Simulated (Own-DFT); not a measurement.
# Energy and forces against displacement in zincblende InP, 64 atoms (In32P32)

All numbers below are calculated, not measured. The program, named Own-DFT, is a retired in-house plane-wave density functional code that no person has reviewed. Each row is one single-point run on a periodic cell that was not relaxed, without spin or spin-orbit coupling.

Settings of every run: PBE; PseudoDojo norm-conserving scalar-relativistic files; cutoff 36 hartree; 3 x 3 x 3 k mesh centred on Gamma; Fermi-Dirac smearing of 0.1 eV.

Known limits: forces on such cells moved up to 12 meV/angstrom on a denser k mesh; stress not checked against mesh or cutoff.

Cell vectors in Å: (11.737, 0.000, 0.000); (0.000, 11.737, 0.000); (0.000, 0.000, 11.737). In each run every atom was moved at random and independently from its ideal site; u is the rms move along one axis. E is the free energy for each atom above the fitted value at u = 0, and F the rms of the force components.

| run | u (Å) | E (meV/atom) | F (eV/Å) | largest force (eV/Å) | P (GPa) |
|---|---|---|---|---|---|
| 1 | 0.0198 | 5.3 | 0.219 | 0.70 | 3.19 |
| 2 | 0.0201 | 5.5 | 0.224 | 0.73 | 3.19 |
| 3 | 0.0210 | 6.4 | 0.245 | 0.81 | 3.21 |
| 4 | 0.0478 | 35.7 | 0.598 | 1.96 | 3.60 |
| 5 | 0.0511 | ? | ? | ? | ? |
| 6 | 0.0526 | 42.8 | 0.659 | 2.28 | 3.67 |
| 7 | 0.0989 | 118.4 | 1.202 | 5.67 | 4.51 |
| 8 | 0.1000 | 139.7 | 1.300 | 5.22 | 4.90 |
| 9 | 0.1050 | 163.5 | 1.492 | 7.48 | 5.13 |
| 10 | 0.1412 | 297.8 | 2.102 | 10.23 | 6.90 |
| 11 | 0.1981 | 504.2 | 2.801 | 11.93 | 8.71 |

## Worked fit

For small independent moves the energy grows as E = (3/2) K u², with K the mean stiffness felt by one atom. The runs with u up to 0.11 Å give K = 9.5 ± 0.4 eV/Å², with residuals divided by u² + 0.0006 Å², since the noise grows with the moves. The scatter is 3.3 meV/atom at u = 0.05 Å. The forces follow F = G u with G = 12.3 eV/Å²; no force at u = 0 is resolved. G exceeds K because the moves of its neighbours add to the force on an atom, and stiffness differs between atoms. At u = 0.198 Å the parabola gives 557 meV/atom and the run 504. The pressure follows P = 3.15 + 166 u² GPa: at fixed volume, shortened bonds push harder than stretched ones pull.

## Withheld run

Question: what energy and rms force should run 5 give?

The fit gives 37 ± 4 meV/atom and about 0.63 eV/Å. The calculation gave 40.8 meV/atom and 0.670 eV/Å.
